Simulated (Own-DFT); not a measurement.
# Short bonds, stiff crystals?

Source: density functional calculations with Own-DFT, an unreviewed in-house program that is no longer used. Nothing was measured or relaxed, and spin and spin-orbit coupling are left out.

Caveats (not all hold for every row): forces on such cells moved up to 12 meV/angstrom on a denser k mesh; forces not confirmed at this smearing and k mesh; k mesh not checked against a denser one; forces on such cells passed a denser k mesh, each cell not checked; stress not checked against mesh or cutoff.

All runs are PBE with PseudoDojo norm-conserving files; cutoff and k mesh are each material's own. Every cell starts from measured lattice constants and was given uniform random strains and small random moves of its atoms. Each triple is the change of volume in per cent, the rms move u in Å and the pressure in GPa.

- 3C SiC (C48Si48), 10.36 Å³/atom unstrained: (-2.29, 0.049, 11.08); (-0.35, 0.051, 6.28); (0.07, 0.048, 5.35); (0.72, 0.051, 3.89); (0.95, 0.051, 3.46); (1.35, 0.048, 2.06); (3.97, 0.048, -2.93)
- wurtzite AlN (Al64N64), 10.45 Å³/atom unstrained: (-1.00, 0.048, 8.25); (-0.57, 0.049, 7.10); (0.01, 0.051, 6.15); (0.69, 0.051, 5.08); (0.72, 0.049, 4.10); (2.07, 0.049, 1.66); (2.14, 0.049, 1.11)
- wurtzite GaN (Ga36N36), 11.42 Å³/atom unstrained: withheld
- diamond silicon (Si64), 20.02 Å³/atom unstrained: (-1.87, 0.052, 4.77); (-1.64, 0.050, 4.31); (-1.32, 0.050, 4.16); (-1.31, 0.051, 3.91); (-1.03, 0.050, 3.74); (0.31, 0.049, 2.33); (1.10, 0.052, 1.84)
- zincblende InP (In48P48), 25.27 Å³/atom unstrained: (-3.57, 0.050, 6.48); (-2.35, 0.052, 5.57); (-1.69, 0.051, 5.15); (-0.05, 0.045, 3.66); (0.37, 0.050, 3.33); (0.65, 0.050, 3.11); (2.46, 0.055, 2.27)
- grey tin (Sn64), 34.15 Å³/atom unstrained: (-3.64, 0.053, 5.81); (-2.07, 0.051, 4.94); (-1.96, 0.049, 4.84); (-1.74, 0.055, 4.76); (-0.56, 0.051, 4.07); (0.76, 0.052, 3.32); (1.49, 0.050, 2.95)

## Analysis

Fit a line to each set against the fractional change of volume; B is minus its slope, and u is nearly the same within a set. To take it to zero pressure, assume that B rises by 4 GPa for each GPa: B0 = B - 4 x (mean pressure). The bond length of an ideal tetrahedral crystal with the unstrained volume v is d = (√3/4)(8 v)^(1/3). Cohen's empirical rule reads B0 = (1971 - 220 L) d^(-3.5) GPa, with L = 0 for group IV crystals and SiC and 1 for III-V compounds.

```
                material  L  d (Å)   B (GPa)  mean P (GPa)  B0 (GPa)  rule (GPa)
        3C SiC (C48Si48)  0  1.888   224 ± 7           4.2   208 ± 7         213
  wurtzite AlN (Al64N64)  1  1.893  219 ± 11           4.8  200 ± 11         188
  wurtzite GaN (Ga36N36)  1  1.950         ?             ?         ?         169
  diamond silicon (Si64)  0  2.352    97 ± 5           3.6    83 ± 5          99
zincblende InP (In48P48)  1  2.541    74 ± 4           4.2    57 ± 4          67
         grey tin (Sn64)  0  2.810    56 ± 1           4.4    39 ± 1          53
```

A line through ln[B0/(1971 - 220 L)] against ln d has a slope of -4.3 ± 0.1 and a scatter of 5 %. Against the rule, B0 stands at 97 % for 3C SiC, 107 % for wurtzite AlN, 84 % for diamond silicon, 85 % for zincblende InP, 73 % for grey tin. PBE tends to make silicon and heavier crystals too soft, and the rule itself is only a guide.

## Check

Asked: what B0 does the fitted trend give for wurtzite GaN (Ga36N36)?

The line gives 168 GPa. Its own runs give B = 210 ± 5 GPa at a mean pressure of 8.8 GPa, so B0 = 174 GPa.
